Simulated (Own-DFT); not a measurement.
# Slab less bulk: wurtzite AlN, m plane (10-10)

No measurement is shown. These are fixed-geometry runs of a retired plane-wave code named Own-DFT, which no person has reviewed; spin and spin-orbit coupling are neglected.

Limits (not all hold for every row): some atoms lie very close together; forces not confirmed at this smearing and k mesh; k mesh not checked against a denser one.

Both sets of runs: PBE; PseudoDojo norm-conserving scalar-relativistic files; cutoff 42 hartree; Gaussian smearing of 0.01 eV. The slab has 128 atoms in 16 layers, two equal faces of 62.02 Å² as cut, 15 Å of vacuum, a dipole correction along the normal and a 6 x 3 x 1 mesh. The bulk cell has 72 atoms, the same measured lattice constants and a 4 x 4 x 3 mesh. All atoms were moved at random; u is the rms move along one axis. Energies are counted from -174.06 eV for each atom.

| slab run | u (Å) | E (eV, cell) |
|---|---|---|
| 1 | 0.0193 | 20.292 |
| 2 | 0.0194 | 20.321 |
| 3 | 0.0202 | 20.604 |
| 4 | 0.0208 | 20.644 |
| 5 | 0.0484 | 28.072 |
| 6 | 0.0501 | 29.881 |
| 7 | 0.0511 | 29.488 |
| 8 | 0.0948 | 56.377 |
| 9 | 0.0962 | 53.600 |
| 10 | 0.0993 | 60.114 |
| 11 | 0.0996 | 60.682 |
| 12 | 0.0997 | 61.803 |

| bulk run | u (Å) | E (meV/atom) |
|---|---|---|
| 1 | 0.0197 | -2.73 |
| 2 | 0.0198 | -2.92 |
| 3 | 0.0220 | -0.65 |
| 4 | 0.0914 | 297.80 |
| 5 | 0.0976 | 275.46 |
| 6 | 0.0996 | 325.85 |
| 7 | 0.0997 | 314.89 |
| 8 | 0.1020 | 321.23 |
| 9 | 0.1028 | 325.29 |
| 10 | 0.1032 | 370.49 |

Q: what is the energy of the unrelaxed surface?

## Solution

Take each set to u = 0 with E = a + b u². Residuals are scaled by 1/(u² + 0.0006 Å²) to tame the large moves. Slab: a = 18.81 ± 0.09 eV. Bulk: a = -16.3 ± 1.3 meV/atom. The excess is 18.81 - 128 x (-0.0163) = 20.90 ± 0.19 eV. Over two faces that is 168 meV/Å², or 2.70 ± 0.02 J/m². Relaxing the faces would lower the energy, and the unlike meshes and the reach from the smallest u down to zero add errors that aren't counted here.
